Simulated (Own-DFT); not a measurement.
# Strain and stress in wurtzite AlN, 72 atoms (Al36N36)

All numbers below are calculated, not measured. The program, named Own-DFT, is a retired in-house plane-wave density functional code that no person has reviewed. Each row is one single-point run on a periodic cell that was not relaxed, without spin or spin-orbit coupling.

Settings of every run: PBE; PseudoDojo norm-conserving scalar-relativistic files; cutoff 42 hartree; 3 x 3 x 2 k mesh centred on Gamma; Fermi-Dirac smearing of 0.1 eV.

Known limits, some of them of some rows only: some atoms lie very close together; forces on such cells moved up to 12 meV/angstrom on a denser k mesh; stress not checked against mesh or cutoff.

Unstrained cell vectors in Å: (9.336, 0.000, 0.000); (-4.668, 8.085, 0.000); (0.000, 0.000, 9.964). The unstrained cell has measured lattice constants (interpolated for alloys), not those of this functional. That, the random moves and any unrelaxed bonds set the pressure at no strain. Each run strains this cell uniformly, with the atoms carried along. Every atom was also moved at random, by a Gaussian of width 0.05 Å on each axis. Strain is the symmetric tensor, in per cent. Stress is positive in tension, and the pressure is minus a third of its trace.

```
run  e_xx (%)  e_yy (%)  e_zz (%)  e_yz (%)  e_xz (%)  e_xy (%)  s_xx (GPa)  s_yy (GPa)  s_zz (GPa)  s_yz (GPa)  s_xz (GPa)  s_xy (GPa)  P (GPa)  E (meV/atom)
  1      1.98      1.54     -1.56      0.69      1.47     -1.34        4.16        0.86      -13.52        1.77        3.99       -3.92     2.83          49.4
  2     -1.55     -0.68      0.09      0.85      1.74     -1.99      -14.31      -12.52       -7.08        0.02        4.36       -7.66    11.31          44.5
  3     -0.56     -0.56     -0.38     -1.40      0.63      0.56      -11.53       -7.50       -7.85       -4.07        1.29        3.62     8.96          14.3
  4      1.19      1.13      0.53      0.48     -1.48      0.83        0.30        0.82       -0.43        0.92       -3.84        2.84    -0.23           2.8
  5      1.81     -0.91     -1.67     -1.58     -0.15      1.88       -0.28       -7.86      -15.26       -4.21       -0.92        6.92     7.80          23.4
  6     -1.86      0.10     -0.38     -1.37      0.06     -0.29      -14.51       -6.37      -10.38       -3.00        0.08       -1.72    10.42          18.2
  7      1.72     -0.91      1.67     -0.61     -1.10      0.66        3.27       -8.22        1.84       -0.44       -2.34        2.05     1.03          11.1
  8     -1.93      1.38     -1.99     -0.29      0.10      1.85      -13.10       -3.85      -17.20       -0.89        0.99        7.39    11.38          26.3
  9     -0.65      1.42      0.27      1.04      0.14     -1.04       -5.31       -0.47       -4.89        2.17        0.36       -2.76     3.55           4.3
 10     -1.00      2.00     -1.81      0.94     -0.16     -0.08       -7.81       -0.15      -16.92        3.04       -0.22       -0.45     8.29          38.6
 11      0.48      0.98      1.33      1.52     -0.41      1.10       -1.84       -0.27        1.47        4.67        0.03        3.28     0.22           0.0
 12     -1.53     -0.74     -1.41     -1.07      0.30     -1.24      -16.54      -11.75      -13.11       -3.05        0.93       -6.97    13.80          23.7
 13     -1.80      1.00      1.02      0.71     -0.07      1.23      -12.05       -1.99       -2.46        2.25       -1.18        3.44     5.50          19.7
 14     -0.99     -1.96     -1.13     -1.53     -0.86      1.23      -13.38      -16.73      -14.86       -3.11       -2.22        5.36    14.99          28.9
 15     -0.88     -1.77      0.32      1.69     -0.08      0.34      -15.77      -12.19       -7.42        3.92       -0.95        3.16    11.80          37.5
 16     -1.59      1.51     -1.30     -0.72     -1.29      1.68      -13.54       -1.76      -12.28       -2.32       -3.68        7.27     9.19          31.6
 17      1.09      1.35      1.65     -1.82      0.48     -1.40        1.73        1.87        3.57       -4.93        0.73       -3.46    -2.39           8.8
 18      1.80      0.29      0.84     -1.80     -1.01     -0.03           ?           ?           ?           ?           ?           ?        ?             ?
```

E is the free energy for each atom above the lowest run shown.

## Worked fit

Each stress component was fitted by least squares to a constant and the strains of the runs shown, as fractions, with shears doubled. Shear strains stay in the fit of a normal stress only where such slopes are resolved. The slopes, in GPa:

```
stress,at no strain,per e_xx,per e_yy,per e_zz,scatter
s_xx,-6.3,468 ± 26,175 ± 27,63 ± 29,1.39
s_yy,-5.8,97 ± 22,414 ± 23,68 ± 24,1.18
s_zz,-6.6,53 ± 22,61 ± 23,524 ± 25,1.19
```

Each shear stress against twice its own strain: yz 126 ± 9, xz 124 ± 13, xy 194 ± 21 GPa. These are stiffnesses along x, y and z of the frame in which the cell vectors are given, which need not be the crystal's axes. The atoms are held to the strained lattice; where symmetry lets them move under strain, relaxing them would lower some slopes. The table should be nearly symmetric about its diagonal, and what it lacks of that shows the noise. A ninth of its sum, 214 ± 4 GPa, estimates the bulk modulus near the mean pressure of these runs, 7.0 GPa, so it lies above the value at zero pressure.

## Withheld run

Question: what normal stresses and pressure should run 18 give?

The fit gives s_xx = 3.1, s_yy = -2.3, s_zz = -1.0 and P = 0.1 GPa. The calculation gave 3.86, -2.20, -0.75 and P = -0.30 GPa.
